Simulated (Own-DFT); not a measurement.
# Stretching a layer in its plane: wurtzite AlGaN with randomly placed atoms, 72 atoms (Al27Ga9N36)

The numbers are computed, not measured, by runs of the plane-wave DFT program Own-DFT (in-house, retired, unreviewed) at fixed positions, with no spin and no spin-orbit coupling.

Common settings: PBE; PseudoDojo norm-conserving scalar-relativistic files; cutoff 42 hartree; 4 x 4 x 3 k mesh centred on Gamma; Fermi-Dirac smearing of 0.1 eV.

Caveats: forces on such cells passed a denser k mesh, each cell not checked; stress not checked against mesh or cutoff.

Unstrained cell vectors in Å: (9.394, 0.000, 0.000); (-4.697, 8.135, 0.000); (0.000, 0.000, 10.066). The unstrained cell has measured lattice constants (interpolated for alloys), not those of this functional. That, the random moves and any unrelaxed bonds set the pressure at no strain. Each run strains x and y alike by e, as a substrate would, and holds the height along z. Random moves of width 0.05 Å per axis were added to every atom. The random placing of the alloy's atoms differs from row to row. Stress is positive in tension.

```
e (%)  u (Å)  (s_xx + s_yy)/2 (GPa)  s_zz (GPa)
-2.50  0.049                 -22.72      -10.91
-2.25  0.051                 -20.46      -12.40
-2.00  0.046                 -18.09      -10.26
-1.00  0.052                 -12.60       -8.32
-0.75  0.048                 -10.83       -7.68
 0.50  0.054                  -4.14       -5.72
 2.00  0.048                   4.38       -3.97
 2.25  0.051                      ?           ?
 2.50  0.052                   5.42       -2.39
 3.00  0.056                   7.43       -2.52
```

## Analysis

With e as a fraction, the in-plane stress is -6.4 + 559 e - 2993 e² GPa (errors 10 and 681, scatter 0.54), and s_zz is -7.0 + 170 e GPa (slope ± 12, scatter 0.75). At e = 0 the first slope is C11 + C12 and the second 2 C13, both with the ions held to the strained lattice and at the cell's own pressure. The term in e² is negative: the layer stiffens under compression and softens under tension. A free layer would change its height as e changes, and the in-plane slope would drop by 2 C13²/C33 to the biaxial modulus. At fixed height, a misfit of 1 % moves the in-plane stress by about 5.6 GPa and s_zz by 1.7 GPa.

## Prediction

Question: what are the two stresses at e = 2.25 %?

The fitted form gives 4.6 and -3.2 GPa. Computed: 5.43 and -4.65 GPa.
